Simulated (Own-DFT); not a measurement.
# Strain and stress in wurtzite GaN, 72 atoms (Ga36N36)

No measurement is shown. These are fixed-geometry runs of a retired plane-wave code named Own-DFT, which no person has reviewed; spin and spin-orbit coupling are neglected.

Method: PBE; PseudoDojo norm-conserving scalar-relativistic files (stringent for Ga); cutoff 96 hartree; 4 x 4 x 3 k mesh centred on Gamma; Gaussian smearing of 0.01 eV.

Caveats: forces not confirmed at this smearing and k mesh; stress not checked against mesh or cutoff.

Unstrained cell vectors in Å: (9.567, 0.000, 0.000); (-4.783, 8.285, 0.000); (0.000, 0.000, 10.370). The unstrained cell has measured lattice constants (interpolated for alloys), not those of this functional. That, the random moves and any unrelaxed bonds set the pressure at no strain. Each run strains this cell uniformly, with the atoms carried along. Random moves of width 0.05 Å per axis were added to every atom. Strain is the symmetric tensor, in per cent. Stress is positive in tension, and the pressure is minus a third of its trace.

```
run  e_xx (%)  e_yy (%)  e_zz (%)  e_yz (%)  e_xz (%)  e_xy (%)  s_xx (GPa)  s_yy (GPa)  s_zz (GPa)  s_yz (GPa)  s_xz (GPa)  s_xy (GPa)  P (GPa)  E (meV/atom)
  1     -1.17      0.23     -1.85      0.92      0.86      0.16      -13.37       -8.07      -19.89        2.45        2.60        2.11    13.78          48.1
  2     -1.50     -0.29      0.02     -0.51      0.38      1.36      -15.72       -9.00       -8.47       -1.27        0.50        5.16    11.06          37.0
  3     -0.59      0.97     -1.92     -1.63     -1.36      0.78      -10.60       -4.12      -17.12       -4.14       -1.98        1.94    10.61          33.7
  4      0.27      0.82      1.47     -0.11     -0.88     -1.42       -3.53       -1.20       -2.18       -0.56       -1.86       -4.10     2.30           9.6
  5     -0.21      0.29     -0.63     -1.98     -1.51     -0.84       -7.93       -7.05      -10.54       -4.37       -3.34       -2.07     8.51          29.7
  6     -1.93      1.61     -1.06     -0.86     -1.13      1.01      -15.09       -4.13      -11.95       -1.37       -2.84        3.70    10.39          36.5
  7     -1.92      1.17     -1.19     -1.30     -1.17     -0.93      -15.14       -3.82      -14.93       -2.72       -2.27       -0.85    11.29          33.6
  8      1.05     -1.24     -1.57      0.51     -0.15      0.32       -3.90      -14.13      -14.87        2.38       -0.12        0.76    10.97          31.1
  9     -0.78     -1.08      0.88     -0.05     -1.35      0.48      -11.74       -9.93       -5.86       -0.66       -2.45        1.96     9.18          22.7
 10     -1.15     -0.90      1.77      1.00      0.59      1.63      -13.62      -10.89       -0.73        1.97        1.61        5.76     8.41          32.9
 11      0.26      1.19      1.19     -0.10      1.51     -1.08       -5.76       -1.05       -0.75        0.06        3.14       -3.43     2.52          17.6
 12      1.51      1.73     -0.09     -1.35     -0.25     -0.67        1.06        1.99       -6.39       -2.76       -0.45       -2.00     1.12           0.0
 13      1.30      0.64      0.41     -0.54      0.93      0.59        0.58       -2.82       -5.42       -2.24        2.18        1.74     2.56           3.9
 14     -0.85     -0.91     -1.55     -0.68      0.08     -1.01      -15.00      -12.66      -14.53       -2.08        0.51       -2.78    14.07          35.8
 15     -1.13      1.83     -0.21     -1.37      1.08     -1.98           ?           ?           ?           ?           ?           ?        ?             ?
```

E is the free energy for each atom above the lowest run shown.

## What the rows give

Least squares on the runs shown: each stress against a constant and the strains, taken as fractions with shears doubled. Shear strains stay in the fit of a normal stress only where such slopes are resolved. The slopes, in GPa:

| stress | at no strain | per e_xx | per e_yy | per e_zz | scatter |
|---|---|---|---|---|---|
| s_xx | -7.5 | 486 ± 25 | 120 ± 27 | 45 ± 22 | 0.99 |
| s_yy | -6.9 | 74 ± 25 | 429 ± 27 | 95 ± 22 | 0.99 |
| s_zz | -8.1 | 63 ± 33 | 45 ± 36 | 462 ± 29 | 1.33 |

The slope of each shear stress on twice its own strain, from a fit on all six strains: yz 135 ± 16, xz 103 ± 8, xy 144 ± 9 GPa. These are stiffnesses along x, y and z of the frame in which the cell vectors are given, with the crystal's c axis along z: C11, C12, C13 and C33. Hexagonal symmetry asks that xx and yy behave alike, which is a second check on the noise. The atoms are held to the strained lattice; where symmetry lets them move under strain, relaxing them would lower some slopes. Slopes across the diagonal should nearly agree, so their difference gauges the noise. A ninth of the table's sum, 202 ± 3 GPa, estimates the bulk modulus near the mean pressure of these runs, 8.3 GPa, so it lies above the value at zero pressure.

## Check

Question: what normal stresses and pressure should run 15 give?

From the fit: s_xx = -10.9, s_yy = -0.1, s_zz = -8.9 and P = 6.6 GPa. The run itself gave -10.77, -1.82, -7.67 and P = 6.75 GPa.
